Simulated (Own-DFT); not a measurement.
# What a defect does to the pressure of its cell: 3C SiC

No measurement is shown. These are fixed-geometry runs of a retired plane-wave code named Own-DFT, which no person has reviewed; spin and spin-orbit coupling are neglected.

All runs used: PBE; PseudoDojo norm-conserving scalar-relativistic files; cutoff 42 hartree; 4 x 4 x 4 k mesh centred on Gamma; Fermi-Dirac smearing of 0.1 eV.

Keep in mind (not all hold for every row): a neutral cation vacancy leaves holes that likely carry spin, which these runs leave out; not probed for a lower state with spin; forces on such cells failed a check on a denser k mesh; forces on such cells passed a denser k mesh, each cell not checked; stress not checked against mesh or cutoff.

All runs share one cell, with vectors in Å (8.719, 0.000, 0.000); (0.000, 8.719, 0.000); (0.000, 0.000, 8.719) and a volume of 662.9 Å³. Atoms were moved at random from their sites; u is the rms move along one axis. The defect's site can differ from row to row.

| cell | formula | u (Å) | P (GPa) |
|---|---|---|---|
| no defect | C32Si32 | 0.0326 | 3.87 |
| no defect | C32Si32 | 0.0555 | 5.95 |
| no defect | C32Si32 | 0.0607 | 6.48 |
| one Si vacancy | C32Si31 | 0.0305 | 2.93 |
| one Si vacancy | C32Si31 | 0.0321 | 3.23 |
| one Si vacancy | C32Si31 | 0.0511 | 4.82 |
| two N on a C site each | C30N2Si32 | 0.0286 | 1.94 |
| two N on a C site each | C30N2Si32 | 0.0303 | 2.19 |
| two N on a C site each | C30N2Si32 | 0.0476 | 3.08 |
| two Al on a Si site each | Al2C32Si30 | 0.0297 | 6.17 |
| two Al on a Si site each | Al2C32Si30 | 0.0324 | 6.30 |
| two Al on a Si site each | Al2C32Si30 | 0.0480 | 7.86 |
| one C on a Si site | C33Si31 | 0.0312 | ? |
| one C on a Si site | C33Si31 | 0.0321 | 1.90 |
| one C on a Si site | C33Si31 | 0.0492 | 2.89 |
| one C on a Si site | C33Si31 | 0.0530 | 3.69 |

## Worked fit

P = P0 + c u² + a shift for each defect gives P0 = 2.85 GPa, c = 991 ± 58 GPa/Å² and a scatter of 0.18 GPa. The shifts, and each times the cell's volume:

- two Al on a Si site each: 2.53 ± 0.17 GPa, 10.5 eV (5.2 eV for each of its 2 sites)
- one Si vacancy: -0.70 ± 0.16 GPa, -2.9 eV
- two N on a C site each: -1.77 ± 0.17 GPa, -7.3 eV (-3.7 eV for each of its 2 sites)
- one C on a Si site: -2.09 ± 0.15 GPa, -8.6 eV

Positive is outwards. The product with the volume (160.2 GPa Å³ to the eV) is nearly free of the cell's size; divided by the bulk modulus at the cell's pressure it gives the volume that the defect adds. The atoms around the defects weren't relaxed, which would change these numbers.

## Test on the hidden row

Question: what pressure belongs in the blank (one C on a Si site, u = 0.0312 Å)?

The fitted form gives 1.72 ± 0.22 GPa. The run itself gave 1.84 GPa.
